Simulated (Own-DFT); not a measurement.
# A change of arrangement and its cost: As32Ga32, 64 atoms

Calculated results; nothing here was measured. The program, named Own-DFT, is a retired in-house plane-wave density functional code that no person has reviewed. Each row is one single-point run on a periodic cell that was not relaxed, without spin or spin-orbit coupling.

Settings of every run: PBE; PseudoDojo norm-conserving scalar-relativistic files; cutoff 42 hartree; 3 x 3 x 3 k mesh centred on Gamma; Fermi-Dirac smearing of 0.1 eV.

Known limits, some of them of some rows only: not probed for a lower state with spin; forces on such cells failed a check on a denser k mesh; forces not confirmed at this smearing and k mesh; stress not checked against mesh or cutoff.

All cells hold the same atoms in the same cell, with vectors in Å (11.307, 0.000, 0.000); (0.000, 11.307, 0.000); (0.000, 0.000, 11.307). Every atom was moved at random from its ideal site; u is the rms move along one axis. The defect's site can differ from row to row. E is the free energy of the cell above the lowest run. The arrangements:

- A: zincblende GaAs
- B: zincblende GaAs, with one As on a Ga site and one Ga on an As site, 2.4 Å apart

| arrangement | u (Å) | E (eV) | P (GPa) |
|---|---|---|---|
| A | 0.0184 | 0.000 | 3.50 |
| A | 0.0190 | 0.050 | 3.51 |
| A | 0.0207 | 0.121 | 3.53 |
| A | 0.0495 | 2.155 | 3.95 |
| A | 0.0514 | 2.391 | 3.99 |
| A | 0.0516 | 2.471 | 3.97 |
| B | 0.0283 | 2.932 | 3.89 |
| B | 0.0290 | 3.136 | 3.91 |
| B | 0.0300 | 3.048 | 3.91 |
| B | 0.0487 | 4.372 | 4.19 |
| B | 0.0518 | 4.815 | 4.25 |
| B | 0.0523 | 5.238 | 4.42 |

Question: once the cost of the random moves is taken out, how do the arrangements rank?

## Worked answer

Fit E = a + b u², with one b for all and one a for each arrangement, and with residuals divided by u², since the noise grows with the moves. Then b = 1028 eV/Å², the scatter at u = 0.04 Å is 0.12 eV, and against A:

- B: 2.50 ± 0.04 eV (higher)

These are energies of unrelaxed cells. Relaxing the atoms lowers the strained arrangements most, so the gaps would shrink and small ones could change sign.
